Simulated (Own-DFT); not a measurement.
# One host, several defects: D0_22 TiAl3

Calculated, not measured: single-point runs of Own-DFT, a retired in-house plane-wave DFT program that no person has reviewed, on unrelaxed cells, without spin or spin-orbit coupling.

Settings: PBE; PseudoDojo norm-conserving scalar-relativistic files; cutoff 42 hartree; 4 x 4 x 4 k mesh centred on Gamma; cold (Marzari-Vanderbilt) smearing of 0.2 eV.

Caveats: forces on such cells failed a check on a denser k mesh; stress not checked against mesh or cutoff.

All runs share one cell, with vectors in Å (-2.365, -6.981, 4.326); (-7.667, 3.491, 1.442); (-2.950, -3.488, -7.241) and a volume of 625.4 Å³. The atoms are randomly displaced, by u rms on each axis. The defect's site can differ from row to row.

```
cell,formula,u (Å),P (GPa)
no defect,Al30Ti10,0.0193,1.97
no defect,Al30Ti10,0.0498,2.63
no defect,Al30Ti10,0.0524,2.66
two Ti on an Al site each,Al28Ti12,0.0311,3.23
two Ti on an Al site each,Al28Ti12,0.0525,3.95
two Ti on an Al site each,Al28Ti12,0.0540,4.00
two Al vacancies,Al28Ti10,0.0287,1.26
two Al vacancies,Al28Ti10,0.0297,1.14
two Al vacancies,Al28Ti10,0.0513,?
two Al vacancies,Al28Ti10,0.0514,1.82
two Al on a Ti site each,Al32Ti8,0.0254,2.83
two Al on a Ti site each,Al32Ti8,0.0314,2.93
two Al on a Ti site each,Al32Ti8,0.0462,3.22
```

## Analysis

P = P0 + c u² + a shift for each defect gives P0 = 1.80 GPa, c = 331 ± 23 GPa/Å² and a scatter of 0.07 GPa. The shifts, and each times the cell's volume:

- two Ti on an Al site each: 1.19 ± 0.06 GPa, 4.7 eV (2.3 eV for each of its 2 sites)
- two Al on a Ti site each: 0.78 ± 0.06 GPa, 3.0 eV (1.5 eV for each of its 2 sites)
- two Al vacancies: -0.87 ± 0.06 GPa, -3.4 eV (-1.7 eV for each of its 2 sites)

Against the defect-free cell, a freed cell would be larger where the shift is positive and smaller where it is negative (160.2 GPa Å³ is 1 eV). The atoms around the defects weren't relaxed, which would change these numbers.

## The run left out

The question: what pressure belongs in the blank (two Al vacancies, u = 0.0513 Å)?

The fitted form gives 1.80 ± 0.08 GPa. The calculation gave 1.93 GPa.
